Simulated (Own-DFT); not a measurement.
# Which defects push the lattice out? C11b WSi2

The numbers are computed, not measured, by runs of the plane-wave DFT program Own-DFT (in-house, retired, unreviewed) at fixed positions, with no spin and no spin-orbit coupling.

Settings: PBEsol; PseudoDojo norm-conserving scalar-relativistic files, made for PBE; cutoff 50 hartree; 5 x 5 x 5 k mesh centred on Gamma; cold (Marzari-Vanderbilt) smearing of 0.2 eV.

Known weak points: forces on such cells failed a check on a denser k mesh; stress not checked against mesh or cutoff.

All runs share one cell, with vectors in Å (-2.148, -5.953, 3.409); (-6.444, 2.976, 1.136); (-2.553, -2.948, -6.757) and a volume of 403.2 Å³. u is the rms random offset of the atoms per axis. The defect's site can differ from row to row.

```
              cell  formula   u (Å)  P (GPa)
         no defect  Si20W10  0.0206     0.47
         no defect  Si20W10  0.0463     1.34
         no defect  Si20W10  0.0478     1.43
one W on a Si site  Si19W11  0.0277     5.14
one W on a Si site  Si19W11  0.0303     5.39
one W on a Si site  Si19W11  0.0530     6.75
one Si on a W site   Si21W9  0.0301     2.06
one Si on a W site   Si21W9  0.0467     3.10
one Si on a W site   Si21W9  0.0475     3.31
    one Si vacancy  Si19W10  0.0302    -0.88
    one Si vacancy  Si19W10  0.0310    -0.68
    one Si vacancy  Si19W10  0.0479    -0.08
    one Si vacancy  Si19W10  0.0520        ?
     one W vacancy   Si20W9  0.0315     0.06
     one W vacancy   Si20W9  0.0444     0.92
     one W vacancy   Si20W9  0.0498     0.96
```

## Fit

P = P0 + c u² + a shift for each defect gives P0 = 0.01 GPa, c = 660 ± 56 GPa/Å² and a scatter of 0.16 GPa. The shifts, and each times the cell's volume:

- one W on a Si site: 4.76 ± 0.13 GPa, 12.0 eV
- one Si on a W site: 1.63 ± 0.13 GPa, 4.1 eV
- one W vacancy: -0.57 ± 0.13 GPa, -1.4 eV
- one Si vacancy: -1.47 ± 0.13 GPa, -3.7 eV

A positive shift means that the defect pushes the cell outwards. Shift times volume (160.2 GPa Å³ is 1 eV) depends little on the cell's size, so, taken for each site, it can be compared between cells at like pressure. The atoms around the defects weren't relaxed, which would change these numbers.

## Check

The question: what pressure belongs in the blank (one Si vacancy, u = 0.0520 Å)?

The fit gives 0.33 ± 0.20 GPa. The calculation gave 0.34 GPa.
